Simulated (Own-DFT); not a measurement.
GaN (wurtzite, strained, atoms displaced) (calculated)

Computed with Own-DFT development build. A calculation, not a measurement: plane-wave PBE density functional theory by an unreviewed code, no spin, of a simulated periodic cell, stress positive in tension, free energy of the whole cell less one offset for each atom, forces on such cells passed a denser k mesh, this cell's mesh not checked; offsets are fitted by least squares, one for each functional and potential file, so energies compare only between cells with the same atoms and settings and are not formation energies; the far tail of each file's local potential was reset to the Coulomb form; each entry is a single point on an unrelaxed cell, so the pressure reflects the starting lattice, mostly measured values (interpolated for alloys), from which strain is counted, and rises with the displacements; printed positions are rounded, which can move forces by about a meV/angstrom; the program, named Own-DFT, is a retired in-house code; no spin-orbit coupling.

Common to all runs: functional PBE; potential files PseudoDojo norm-conserving, scalar-relativistic, standard set with the stringent files for Ga; wave cutoff 96 hartree; occupations Gaussian; smearing width 0.01 eV; k mesh 3 x 4 x 3 centred on Gamma.

(1) GaN (wurtzite, strained, atoms displaced)

```
GaN
1.0
     12.9008     0.2183     0.0126
     -4.6960     8.0567     0.0456
      0.0103     0.0630    10.2313
Ga N Ga N Ga N Ga N Ga N Ga N Ga N Ga N Ga N Ga N Ga N Ga N Ga N Ga N Ga N Ga N Ga N Ga N Ga N Ga N Ga N Ga N Ga N Ga N
2 2 2 2 2 2 2 2 2 2 2 2 2 2 2 2 2 2 2 2 2 2 2 2 2 2 2 2 2 2 2 2 2 2 2 2 2 2 2 2 2 2 2 2 2 2 2 2
Direct
  0.09089 0.23489 0.00183
  0.16382 0.11180 0.24561
  0.08026 0.21999 0.18385
  0.16547 0.11810 0.44925
  0.07413 0.20841 0.49381
  0.16783 0.11254 0.75338
  0.08866 0.22529 0.68777
  0.16392 0.11023 0.94192
  0.07962 0.56030 0.99630
  0.16238 0.43512 0.24694
  0.08198 0.55288 0.18930
  0.16155 0.44441 0.43935
  0.07893 0.55787 0.50269
  0.16418 0.43912 0.75405
  0.09521 0.55848 0.68648
  0.17106 0.45368 0.94536
  0.08773 0.88260 0.00003
  0.16547 0.78346 0.25890
  0.08111 0.89187 0.18664
  0.17329 0.78005 0.43843
  0.08608 0.88594 0.50305
  0.15778 0.76710 0.75191
  0.08542 0.88803 0.68462
  0.16140 0.77467 0.92612
  0.33014 0.23066 0.00297
  0.42690 0.11622 0.25139
  0.33319 0.22506 0.18303
  0.41220 0.10683 0.43797
  0.33524 0.22367 0.50090
  0.41326 0.10982 0.75339
  0.33453 0.21872 0.68583
  0.42021 0.11987 0.93609
  0.33395 0.55116 0.00085
  0.42108 0.43839 0.24616
  0.33780 0.56714 0.18719
  0.42188 0.44813 0.44042
  0.33085 0.55663 0.49669
  0.41252 0.44013 0.74389
  0.32780 0.55704 0.67235
  0.40974 0.43834 0.93158
  0.33184 0.88564 0.99697
  0.41695 0.77703 0.25305
  0.33024 0.88132 0.18567
  0.41657 0.78117 0.43446
  0.33365 0.88781 0.49968
  0.41414 0.77570 0.75379
  0.34090 0.89394 0.68744
  0.41262 0.77940 0.93882
  0.57608 0.20930 0.99458
  0.66547 0.10886 0.25369
  0.58760 0.23265 0.18131
  0.66653 0.11243 0.44060
  0.58038 0.22072 0.51297
  0.67614 0.10340 0.74024
  0.58806 0.22778 0.69169
  0.67502 0.12000 0.94547
  0.58292 0.55704 0.99915
  0.67199 0.44954 0.24956
  0.58330 0.55620 0.18082
  0.66523 0.43078 0.44602
  0.57463 0.55014 0.50046
  0.67808 0.45749 0.75398
  0.58785 0.56375 0.68621
  0.66394 0.43486 0.94806
  0.58406 0.88121 0.00664
  0.67336 0.78526 0.24759
  0.58382 0.89710 0.18991
  0.67213 0.78404 0.44967
  0.58170 0.88658 0.49697
  0.67200 0.77686 0.74519
  0.58492 0.89978 0.69777
  0.66517 0.76972 0.93582
  0.83788 0.23120 0.00458
  0.91628 0.11684 0.24717
  0.83398 0.22615 0.19452
  0.91589 0.11172 0.43614
  0.83304 0.22615 0.50062
  0.91783 0.11396 0.74586
  0.84138 0.23580 0.67854
  0.92200 0.11636 0.94074
  0.83839 0.56477 0.99712
  0.91586 0.44254 0.25062
  0.83774 0.55926 0.18841
  0.91417 0.44976 0.42921
  0.83053 0.55580 0.49332
  0.91098 0.43320 0.75497
  0.84411 0.56897 0.70044
  0.91772 0.45438 0.95176
  0.82733 0.88377 0.00045
  0.91333 0.78341 0.24658
  0.83284 0.88761 0.19555
  0.91378 0.77142 0.44168
  0.82203 0.87935 0.48549
  0.91374 0.76512 0.74716
  0.82754 0.87790 0.68258
  0.90811 0.77661 0.94645
```

Results for GaN (wurtzite, strained, atoms displaced): free energy of cell above offsets -0.903 eV; pressure 11.88 GPa; stress xx -5.05 GPa; stress yy -16.29 GPa; stress zz -14.3 GPa; stress yz 0.07 GPa; stress xz 0.07 GPa; stress xy 4.91 GPa.

Force:
```
element  x (eV/Å)  y (eV/Å)  z (eV/Å)
     Ga    -0.864    -1.764     -0.99
     Ga     0.905     0.345     1.132
      N    -0.116    -0.445     0.917
      N         2    -1.198     -2.21
     Ga    -0.533     2.164     1.274
     Ga     0.292     -0.42    -0.567
      N    -1.173    -1.112    -0.039
      N     0.738     0.179    -0.167
     Ga     1.093    -0.507     1.548
     Ga     0.258     2.136      0.83
      N    -0.381     0.647     -0.27
      N     0.579    -0.379    -0.598
     Ga     0.537    -0.832    -0.959
     Ga     1.167      0.71    -0.386
      N    -2.477    -1.324     0.382
      N    -0.298     0.187    -1.068
     Ga    -2.241     0.809    -0.006
     Ga     0.733     -0.81    -2.082
      N     0.186    -0.584     0.535
      N    -0.953     0.062     1.079
     Ga    -0.837     0.336    -0.988
     Ga     1.283     1.761    -2.477
      N    -0.788    -0.121     1.485
      N     1.194      0.73     2.671
     Ga     0.868    -2.036    -1.212
     Ga    -0.814    -0.665    -0.867
      N    -0.027    -1.098     1.672
      N     0.807     1.088    -0.023
     Ga    -0.766    -0.499    -0.452
     Ga     1.498     0.393    -0.613
      N    -0.936     0.137     0.477
      N    -1.363    -1.267     0.895
     Ga    -0.565     1.133     0.149
     Ga    -1.054     1.605     0.563
      N      0.42    -2.706     0.318
      N    -1.267    -0.493     -1.16
     Ga    -0.609    -0.671    -1.951
     Ga     0.268     1.111    -0.315
      N     0.955    -0.246     3.727
      N     0.851     1.799    -0.024
     Ga    -0.965     0.791     0.331
     Ga    -0.154     0.749    -0.978
      N    -0.622     1.201     0.404
      N     0.986      0.01     0.956
     Ga     0.013    -0.074     0.694
     Ga      0.59     0.176     -0.88
      N    -1.444    -0.793     0.143
      N     1.823    -0.467     0.236
     Ga     0.894     0.895     0.179
     Ga    -0.237     1.884     -0.42
      N     0.079    -1.302     1.294
      N     0.171     0.042     0.367
     Ga    -0.144    -1.364    -1.311
     Ga    -1.538     3.694     2.469
      N     0.174    -0.116     1.552
      N      0.55    -1.424     -1.25
     Ga     0.284    -2.068    -1.067
     Ga     0.151    -0.101    -0.033
      N     0.108     0.623     2.037
      N    -0.965     2.456     -1.33
     Ga     2.252     0.624     0.193
     Ga    -0.972    -1.391     0.342
      N    -0.564    -1.874     0.459
      N     0.214     1.824    -1.329
     Ga     -0.81     1.152    -1.727
     Ga    -1.522    -1.066     0.735
      N     0.569    -1.631     0.514
      N    -3.205    -2.544    -2.718
     Ga    -0.695     0.266     1.126
     Ga    -1.474     0.841     0.452
      N     0.318    -4.181    -1.973
      N    -0.239     1.495     0.158
     Ga    -0.269    -1.231     0.157
     Ga     0.479    -0.178     0.197
      N    -0.565    -1.075    -0.586
      N    -0.577    -0.401     0.049
     Ga    -0.039    -0.077    -2.368
     Ga     1.137    -0.942     0.328
      N     0.025    -2.263     1.447
      N    -0.522     0.061    -0.274
     Ga    -2.083    -2.057     1.511
     Ga     0.426     1.315    -1.222
      N    -0.868     0.043     0.159
      N     0.888    -0.133     2.642
     Ga     -0.09    -1.066     1.192
     Ga      0.78     2.936     0.879
      N    -0.048    -6.261    -2.841
      N     1.139    -0.905    -2.353
     Ga    -0.174     1.271     -0.03
     Ga     2.455    -1.195     0.889
      N     -1.28     1.254    -1.284
      N     0.334     1.941    -0.951
     Ga     3.781     2.121     2.334
     Ga    -0.173     6.767     1.855
      N     1.013     1.785     0.109
      N     2.037     1.811    -1.691
```

(2) GaN (wurtzite, strained, atoms displaced)

```
GaN
1.0
     12.6653     0.2405    -0.1676
     -4.5933     8.3343     0.1597
     -0.1363     0.1212    10.3748
Ga N Ga N Ga N Ga N Ga N Ga N Ga N Ga N Ga N Ga N Ga N Ga N Ga N Ga N Ga N Ga N Ga N Ga N Ga N Ga N Ga N Ga N Ga N Ga N
2 2 2 2 2 2 2 2 2 2 2 2 2 2 2 2 2 2 2 2 2 2 2 2 2 2 2 2 2 2 2 2 2 2 2 2 2 2 2 2 2 2 2 2 2 2 2 2
Direct
  0.08144 0.22223 0.99462
  0.17552 0.11441 0.24535
  0.08535 0.21651 0.18924
  0.16787 0.09959 0.43879
  0.08758 0.21672 0.50195
  0.17140 0.11198 0.75088
  0.07988 0.22815 0.68959
  0.16952 0.11043 0.93426
  0.08683 0.55307 0.99869
  0.16315 0.44080 0.25273
  0.09015 0.55232 0.18424
  0.16162 0.43904 0.43838
  0.08460 0.55178 0.50135
  0.16745 0.45145 0.75561
  0.08159 0.55623 0.68562
  0.16228 0.44605 0.94028
  0.08311 0.87895 0.00585
  0.17102 0.77114 0.25355
  0.08736 0.89749 0.18760
  0.16270 0.77300 0.43935
  0.08229 0.89004 0.49358
  0.16405 0.77828 0.75573
  0.08492 0.88633 0.68560
  0.16343 0.77067 0.92907
  0.33912 0.21799 0.99797
  0.42157 0.11200 0.24735
  0.33240 0.22603 0.19083
  0.41777 0.10749 0.44265
  0.33283 0.22392 0.50052
  0.41832 0.11099 0.75583
  0.33242 0.21788 0.68401
  0.41917 0.11295 0.94912
  0.32595 0.54209 0.99225
  0.41111 0.42939 0.24526
  0.33696 0.56234 0.19519
  0.42402 0.44524 0.44602
  0.32654 0.55913 0.50655
  0.42168 0.44112 0.75244
  0.32624 0.55009 0.69077
  0.41643 0.44723 0.93212
  0.33533 0.88438 0.00536
  0.41651 0.77370 0.24788
  0.32982 0.88256 0.19083
  0.41217 0.77145 0.44011
  0.33463 0.88505 0.50220
  0.41108 0.78458 0.75191
  0.33061 0.88979 0.68930
  0.42436 0.77740 0.94034
  0.58346 0.21909 0.00371
  0.66514 0.10672 0.25070
  0.59095 0.22627 0.19226
  0.67227 0.10950 0.43771
  0.58335 0.21576 0.50790
  0.67479 0.11593 0.75874
  0.58128 0.22168 0.68788
  0.66848 0.10873 0.94007
  0.58557 0.56016 0.99929
  0.67038 0.45343 0.23905
  0.58360 0.55853 0.19105
  0.66335 0.43896 0.44088
  0.58648 0.55692 0.50265
  0.66884 0.43157 0.74185
  0.58292 0.55622 0.69240
  0.66925 0.44910 0.93481
  0.58385 0.88480 0.00433
  0.66049 0.77228 0.24566
  0.58458 0.89579 0.18780
  0.65832 0.77424 0.43900
  0.58791 0.89282 0.49208
  0.67041 0.78605 0.74500
  0.58097 0.88562 0.69251
  0.66367 0.77787 0.93380
  0.82656 0.21554 0.00384
  0.92224 0.11577 0.24479
  0.83217 0.21612 0.18937
  0.92073 0.11141 0.42659
  0.82458 0.21837 0.50766
  0.91423 0.11922 0.75085
  0.82900 0.21907 0.68940
  0.92148 0.11890 0.93584
  0.83687 0.55545 0.00054
  0.91273 0.44372 0.24664
  0.83417 0.55614 0.19257
  0.91926 0.44895 0.43827
  0.82508 0.55351 0.50229
  0.91094 0.43534 0.74808
  0.83973 0.55266 0.68466
  0.91732 0.44151 0.94661
  0.82826 0.88688 0.00226
  0.92029 0.78369 0.25063
  0.84152 0.89858 0.19387
  0.91222 0.77425 0.44098
  0.83317 0.89211 0.50092
  0.91697 0.77929 0.74857
  0.83435 0.89319 0.68409
  0.91474 0.78423 0.93957
```

Results for GaN (wurtzite, strained, atoms displaced): free energy of cell above offsets -4.611 eV; pressure 5.04 GPa; stress xx -7.99 GPa; stress yy -1 GPa; stress zz -6.14 GPa; stress yz 2.11 GPa; stress xz -2.65 GPa; stress xy 5.46 GPa.

Force:
```
element  x (eV/Å)  y (eV/Å)  z (eV/Å)
     Ga      0.98    -0.317     0.776
     Ga    -1.161    -1.085     1.037
      N    -0.374     1.356    -0.902
      N    -0.072     1.893    -0.695
     Ga    -1.209     0.046    -0.291
     Ga    -0.973    -0.456    -0.722
      N     0.628    -0.337     0.209
      N      0.32    -0.109     1.181
     Ga    -1.824     0.557     0.556
     Ga     1.856    -0.816     0.109
      N    -2.473      1.02     0.114
      N     1.168    -0.157     0.106
     Ga    -1.254     0.147    -0.111
     Ga    -0.049    -1.036    -1.145
      N    -0.513     0.083     1.026
      N     1.716     -1.05    -0.479
     Ga    -0.732     1.052     -1.19
     Ga    -1.207    -0.142     0.045
      N     0.576    -1.223     0.565
      N      0.98     0.112    -0.101
     Ga    -0.057    -1.554     1.068
     Ga     0.527    -0.729    -2.732
      N    -1.443      0.93    -0.042
      N     0.741      0.55      3.24
     Ga    -2.675     1.184     0.352
     Ga     0.025    -0.399     1.167
      N      1.58     -1.17    -1.464
      N     0.251    -0.019    -0.763
     Ga     0.703    -0.085    -0.509
     Ga    -0.168    -0.459    -0.553
      N     0.071     0.666     1.364
      N     1.361    -1.357     -1.25
     Ga     0.271      1.66     1.456
     Ga     0.041     3.009     2.049
      N    -0.197    -1.747    -1.483
      N    -1.686    -0.456    -1.079
     Ga     1.343    -1.147    -0.807
     Ga    -0.871     0.167    -1.651
      N     0.667     0.955     0.707
      N     0.981    -0.986     1.645
     Ga    -0.273    -0.464    -0.743
     Ga     0.437     0.071     0.931
      N     0.183     1.468    -0.358
      N     0.791      0.88    -0.453
     Ga    -1.101     0.401    -0.378
     Ga     2.496    -1.435     0.105
      N    -0.949     0.879     0.252
      N    -1.639    -0.526     0.131
     Ga     0.544     1.142    -0.232
     Ga     1.475     0.545     0.373
      N    -1.605     0.313    -0.664
      N    -1.523    -0.134     0.009
     Ga    -0.548     0.248    -1.932
     Ga    -1.502    -1.856    -1.008
      N     0.542    -0.957     1.201
      N    -0.747    -0.244     0.499
     Ga    -0.217    -0.358    -0.625
     Ga     0.724    -1.244      2.05
      N    -0.991    -0.305    -1.212
      N     0.332     -0.14     -0.63
     Ga    -0.619    -0.285     0.191
     Ga    -0.754     2.264      1.02
      N     0.905      0.24    -0.231
      N     0.308     -1.01     0.459
     Ga     -0.19     0.423    -0.831
     Ga     1.265     1.009     1.242
      N    -0.479     -0.67     0.267
      N     1.993    -0.054    -0.819
     Ga    -1.658    -0.752     1.783
     Ga     0.457      -1.5     0.286
      N    -1.151     1.562    -0.974
      N     0.903     0.236      0.77
     Ga     1.257     0.977     0.137
     Ga     0.417     -0.35     0.513
      N    -1.155     0.983    -0.213
      N    -0.484     0.087     2.503
     Ga     2.519     1.301     -2.17
     Ga     2.478    -1.298    -0.041
      N    -0.779     0.856    -0.003
      N    -1.121     -1.13     0.439
     Ga     -0.78     0.504    -0.236
     Ga     1.964    -0.901     1.089
      N    -0.744     1.353    -1.142
      N    -0.593     -0.98     0.107
     Ga     1.457     0.124    -1.264
     Ga     1.951     0.898     0.986
      N    -2.236     0.681      0.83
      N      0.09    -0.293    -1.133
     Ga     0.348     0.788     0.045
     Ga     0.631    -0.569     0.558
      N    -1.884    -1.153    -1.293
      N     0.238       0.2    -0.315
     Ga    -0.174     0.266    -1.435
     Ga     0.723      -0.1     0.052
      N    -0.403     0.384     0.825
      N     1.027    -0.922    -0.127
```
